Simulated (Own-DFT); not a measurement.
In3GaP4 (zincblende random alloy, atoms displaced) (calculated)

Computed with Own-DFT development build. A calculation, not a measurement: plane-wave PBE density functional theory by an unreviewed code, no spin, of a simulated periodic cell, stress positive in tension, free energy of the whole cell less one offset for each atom, forces on such cells passed a denser k mesh, this cell's mesh not checked; offsets are fitted by least squares, one for each functional and potential file, so energies compare only between cells with the same atoms and settings and are not formation energies; the far tail of each file's local potential was reset to the Coulomb form; each entry is a single point on an unrelaxed cell, so the pressure reflects the starting lattice, mostly measured values, from which strain is counted, and rises with the displacements; printed positions are rounded, which can move forces by about a meV/angstrom; the program is a retired in-house code; no spin-orbit coupling.

Common to all runs: functional PBE; potential files PseudoDojo norm-conserving, scalar-relativistic, standard set; wave cutoff 42 hartree; occupations Fermi-Dirac; smearing width 0.1 eV; k mesh 3 x 3 x 3 centred on Gamma.

(1) In3GaP4 (zincblende random alloy, atoms displaced)

```xyz
64
Lattice="11.5283 0.0000 0.0000 0.0000 11.5283 0.0000 0.0000 0.0000 11.5283" Properties=species:S:1:pos:R:3 In3GaP4
In    11.5048     0.0350    11.5063
Ga     0.0089     2.8956     2.8183
In     2.9110    11.4590     2.8956
In     2.8756     2.8408     0.0105
P      1.4180     1.4554     1.4223
P      1.4111     4.3154     4.3129
P      4.3485     1.4109     4.3310
P      4.2365     4.3691     1.4971
In    11.5226    11.5261     5.7696
In     0.0440     2.9078     8.6663
In     2.9038    11.4882     8.6335
Ga     2.8857     2.8537     5.7808
P      1.3983     1.4498     7.1714
P      1.4638     4.3122    10.0836
P      4.2946     1.4383    10.0957
P      4.3141     4.3580     7.2009
In     0.0626     5.7696     0.0132
Ga     0.0012     8.6366     2.8788
In     2.8526     5.7593     2.9109
Ga     2.9136     8.6796     0.0080
P      1.4015     7.2512     1.4418
P      1.4764    10.0322     4.3605
P      4.3120     7.1906     4.3648
P      4.3332    10.0994     1.3949
In     0.0228     5.7848     5.7697
Ga     0.0512     8.6388     8.6586
In     2.8920     5.7465     8.6055
In     2.9006     8.6514     5.7726
P      1.4463     7.2446     7.2167
P      1.4375    10.0889    10.0612
P      4.3464     7.1781    10.1046
P      4.3197    10.0680     7.1849
In     5.7584     0.0242    11.4890
In     5.7987     2.9086     2.8876
In     8.6127     0.0016     2.9225
In     8.6413     2.8781     0.0289
P      7.2489     1.4490     1.4574
P      7.2050     4.3614     4.2766
P     10.0601     1.3597     4.3415
P     10.0585     4.3211     1.4745
In     5.8210    11.5024     5.7535
In     5.7703     2.9321     8.6930
Ga     8.6680     0.0061     8.5917
In     8.6403     2.8828     5.7658
P      7.2438     1.4553     7.2448
P      7.2137     4.3327    10.0521
P     10.0239     1.4572    10.1133
P     10.0756     4.3387     7.2212
Ga     5.7413     5.7455     0.0363
In     5.7647     8.6086     2.8911
In     8.6605     5.7167     2.9237
Ga     8.6423     8.6338     0.0123
P      7.1952     7.1925     1.4229
P      7.1856    10.0802     4.3287
P     10.1020     7.1293     4.3019
P     10.0973    10.0791     1.4587
In     5.7922     5.8001     5.8106
In     5.7395     8.6464     8.6131
In     8.6167     5.7578     8.6377
In     8.6599     8.6676     5.7665
P      7.2744     7.2235     7.2271
P      7.1568    10.0885    10.0610
P     10.0910     7.1962    10.1202
P     10.1218    10.1146     7.2162
```

The calculation gives: free energy of cell above offsets -31.797 eV; pressure 3.94 GPa; stress xx -3.91 GPa; stress yy -3.93 GPa; stress zz -3.96 GPa; stress yz -0.3 GPa; stress xz 0.12 GPa; stress xy -0.11 GPa.

Force:
```
element  x (eV/Å)  y (eV/Å)  z (eV/Å)
     In     -0.08    -0.411     0.017
     Ga    -0.255    -0.236     0.428
     In    -0.445     0.475    -0.126
     In     0.099     0.522     0.089
      P    -0.405     0.142     1.198
      P     0.117    -1.592     0.179
      P    -0.654      0.87     0.571
      P      1.45    -0.139     -1.22
     In     0.292    -0.229    -0.354
     In    -0.707    -0.286    -0.064
     In    -0.303     0.428     -0.25
     Ga     -0.06      0.08    -0.242
      P     1.317      0.54    -0.172
      P     0.221     0.207     0.183
      P     0.178     0.147    -0.393
      P    -0.303    -1.283     -0.89
     In    -0.547    -0.213    -0.016
     Ga    -0.127     0.022     0.101
     In    -0.404     0.709     0.135
     Ga     -0.24    -0.263    -0.179
      P     0.713     1.246     0.269
      P    -1.252    -0.186    -1.014
      P     0.117    -0.043    -0.251
      P      -0.4    -0.897    -0.329
     In    -0.067    -0.245     0.305
     Ga    -0.439     0.011     0.156
     In    -0.258     0.449     0.579
     In    -0.009    -0.298     0.099
      P    -0.646     0.392     0.662
      P      0.01     -1.26     0.357
      P    -0.236     0.064     1.158
      P     0.294     0.367     -0.07
     In     0.368     0.102     0.305
     In    -0.565    -0.158    -0.265
     In     0.264    -0.425    -0.452
     In    -0.121     0.405    -0.181
      P    -0.743    -0.197    -0.117
      P    -0.276    -0.372     1.096
      P     0.877     1.537    -0.742
      P     1.242    -0.591     0.086
     In    -0.297     0.447     0.595
     In    -0.403    -0.537    -0.422
     Ga    -0.111    -0.097     0.525
     In     0.183     0.131    -0.245
      P     0.093    -0.699     0.475
      P    -0.656     0.696     1.634
      P    -0.111    -0.682    -1.328
      P     0.269    -0.115    -0.154
     Ga      0.01      0.03    -0.119
     In    -0.271     0.094    -0.213
     In    -0.145     0.672    -0.723
     Ga     0.022     0.149    -0.138
      P     0.286    -0.259    -1.028
      P      0.19    -0.446    -0.225
      P      0.55     1.644     -0.35
      P    -0.204     -1.15     0.033
     In      0.16    -0.113    -0.254
     In     0.151    -0.281     0.291
     In     0.671     0.239     0.326
     In     0.474    -0.136    -0.244
      P     -0.57     0.206    -0.211
      P     1.878     0.015    -0.027
      P    -0.026     1.243    -0.281
      P     -0.16    -0.444     1.434
```

(2) In3GaP4 (zincblende random alloy, atoms displaced)

```xyz
64
Lattice="11.5283 0.0000 0.0000 0.0000 11.5283 0.0000 0.0000 0.0000 11.5283" Properties=species:S:1:pos:R:3 In3GaP4
Ga     0.0086    11.5272    11.4833
In    11.4879     2.8810     2.8288
Ga     2.9022    11.4853     2.8667
In     2.8599     2.9027     0.0204
P      1.4150     1.4898     1.3999
P      1.4189     4.2786     4.3310
P      4.3333     1.4087     4.3038
P      4.3118     4.2945     1.4802
In     0.0089     0.0111     5.7625
In     0.0179     2.9127     8.6551
In     2.9780     0.0549     8.6191
Ga     2.8734     2.8615     5.7763
P      1.4738     1.4648     7.2039
P      1.4512     4.3255    10.1305
P      4.3580     1.4509    10.0855
P      4.2606     4.3296     7.2266
In     0.0387     5.7601    11.5018
In    11.5087     8.6659     2.9418
In     2.9062     5.7596     2.8758
Ga     2.8447     8.6280     0.0088
P      1.4232     7.2164     1.3868
P      1.4158    10.1370     4.3558
P      4.3435     7.1915     4.3307
P      4.3542    10.0633     1.4496
Ga     0.0018     5.7734     5.7322
In     0.0022     8.6397     8.6618
In     2.8305     5.8188     8.6909
Ga     2.9090     8.6206     5.7709
P      1.4176     7.1815     7.1830
P      1.4411    10.1014    10.0807
P      4.3275     7.2642    10.0660
P      4.3412    10.0574     7.2295
Ga     5.7587     0.0221     0.0012
In     5.7232     2.8813     2.8915
In     8.6960     0.0376     2.8264
In     8.6365     2.8363    11.5160
P      7.2363     1.3992     1.4224
P      7.2097     4.3020     4.3366
P     10.0811     1.4362     4.2853
P     10.0637     4.3189     1.4597
In     5.7666     0.0033     5.8041
In     5.7518     2.9191     8.6304
In     8.6454     0.0020     8.6513
In     8.6389     2.8517     5.7825
P      7.1895     1.4606     7.2273
P      7.1976     4.2894    10.1030
P     10.1150     1.4728    10.1318
P     10.1156     4.3090     7.2282
In     5.7079     5.7535     0.0183
In     5.7745     8.6230     2.8474
In     8.6995     5.7513     2.9379
In     8.6609     8.6818    11.5279
P      7.1761     7.2043     1.4449
P      7.2363    10.1389     4.3082
P     10.1250     7.1875     4.3446
P     10.0922    10.0965     1.4512
In     5.7392     5.7537     5.7468
In     5.7572     8.6142     8.7167
Ga     8.6535     5.7576     8.6382
In     8.6378     8.6583     5.8052
P      7.1666     7.2670     7.1784
P      7.1936    10.0732    10.0368
P     10.0887     7.2085    10.1401
P     10.1115    10.1257     7.1807
```

Results for In3GaP4 (zincblende random alloy, atoms displaced): free energy of cell above offsets -31.788 eV; pressure 3.94 GPa; stress xx -3.95 GPa; stress yy -3.94 GPa; stress zz -3.93 GPa; stress yz 0.05 GPa; stress xz 0.01 GPa; stress xy 0 GPa.

Force:
```
element  x (eV/Å)  y (eV/Å)  z (eV/Å)
     Ga     0.097    -0.021     0.318
     In     0.258    -0.026     0.471
     Ga     -0.22     0.266    -0.067
     In     0.516    -0.344    -0.213
      P     0.099    -2.114     0.261
      P     0.177     0.289     1.061
      P    -1.574     -0.01     0.291
      P    -0.011     0.179    -0.417
     In    -0.069     0.621     0.094
     In      0.23    -0.281     0.114
     In    -0.664    -0.464     0.193
     Ga      0.04     0.093    -0.205
      P     0.402     0.537    -0.546
      P     0.097    -0.024    -0.497
      P     0.576    -0.298     1.117
      P    -0.525    -0.439    -0.758
     In    -0.664    -0.177     0.414
     In     0.465    -0.011     -0.51
     In    -0.656     0.188     0.237
     Ga     0.157     0.398    -0.082
      P     0.844     0.753      0.25
      P     1.958    -0.595    -0.374
      P    -0.925     0.988     0.396
      P    -1.093      0.88    -1.011
     Ga     0.149    -0.346      0.21
     In    -0.162      0.05    -0.168
     In     0.216    -0.244    -0.212
     Ga    -0.173     0.162    -0.028
      P    -0.036     0.293    -1.334
      P      0.38     0.221     1.072
      P    -1.252    -0.183     1.449
      P    -0.622    -0.789    -0.826
     Ga     0.116    -0.247    -0.087
     In     0.706    -0.372    -0.068
     In    -0.313    -0.405     0.415
     In     0.005     0.482      0.29
      P    -1.448    -0.145    -0.525
      P    -0.069     0.044    -0.055
      P     0.189     0.207     0.481
      P    -0.003     0.271    -0.691
     In      0.03    -0.204     -0.29
     In    -0.024    -0.006    -0.008
     In     0.259     0.249     0.054
     In     0.243      0.14    -0.091
      P     0.084    -0.133     0.081
      P     0.611     1.165    -0.659
      P     0.693    -1.138    -0.046
      P    -0.356     1.587    -0.404
     In     0.265     0.044    -0.197
     In     0.178     0.375     0.762
     In    -0.609     0.159    -0.348
     In    -0.427    -0.112     0.146
      P     0.733    -0.403    -0.145
      P    -0.112    -0.345    -0.106
      P     0.292    -0.383     0.994
      P     1.019     0.527    -0.898
     In      0.18    -0.262     0.447
     In     0.232     0.426    -0.825
     Ga    -0.122      0.15     0.081
     In     0.217     0.231    -0.537
      P     0.659    -1.414     0.951
      P    -0.419     0.974     1.303
      P    -0.722    -0.729    -1.185
      P    -0.101    -0.287     0.461
```
